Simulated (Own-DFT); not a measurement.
# Reading a pressure off an energy slope: alpha-quartz SiO2, 70 atoms (O46Si24), with two O vacancies

These are calculations. Each geometry was run twice at fixed positions with Own-DFT, a retired in-house plane-wave program that no person has reviewed: with PBE, and with HSE06 (exact exchange share 0.25 at short range, screening 0.11 per bohr, Gygi-Baldereschi treatment of its divergence). Both used PseudoDojo norm-conserving files made for PBE, a cutoff of 48 hartree, the Gamma point alone, fixed occupations, a neutral cell and no spin. With Gamma alone and a thickness of 8.5 Å, finite-size errors remain in every number. The oxygen file's force components were 24 meV/Å off all-electron values in a glass.

Unstrained cell vectors in Å: (9.827, 0.000, 0.000); (-4.913, 8.510, 0.000); (0.000, 0.000, 10.810), volume V0 = 904.1 Å³, from measured lattice constants. Each geometry has its own random strain of a few per cent, its own defect sites and random moves of rms u per axis. HSE06 gave the energy alone. D is its energy less that of PBE, over the lowest D shown. The PBE stress wasn't checked against mesh or cutoff.

```
run,V - V0 (Å³),u (Å),P with PBE (GPa),D (eV)
1,14.5,0.0293,4.02,1.141
2,-9.2,0.0306,9.03,0.569
3,-8.1,0.0324,9.65,0.659
4,-5.8,0.0303,8.00,0.695
5,-9.8,0.0320,9.57,0.595
6,39.3,0.0273,-0.86,1.855
7,17.3,0.0288,3.83,1.266
8,31.6,0.0304,1.26,1.607
9,4.7,0.0304,6.91,0.846
10,33.8,0.0316,1.09,1.649
11,6.0,0.0284,6.08,0.919
12,8.2,0.0295,6.39,0.891
13,-28.3,0.0296,15.17,0.000
14,24.1,0.0288,2.38,?
```

## What the rows give

D = 0.79 + 0.0259 (V - V0) eV, with an error of 0.0008 on the volume slope and a scatter of 0.06 eV. Pressure is -dE/dV, and 1 eV/Å³ is 160.2 GPa, so HSE06 changes the pressure by -4.2 ± 0.1 GPa. Turning this into a change of volume would need the relaxed stiffness: quartz yields by tilting its tetrahedra, which these fixed-ion runs don't allow.

## Test on the hidden row

Asked: what D should run 14 give?

From the fit: 1.41 eV, with rows scattering by 0.06. The calculation gave 1.431 eV.
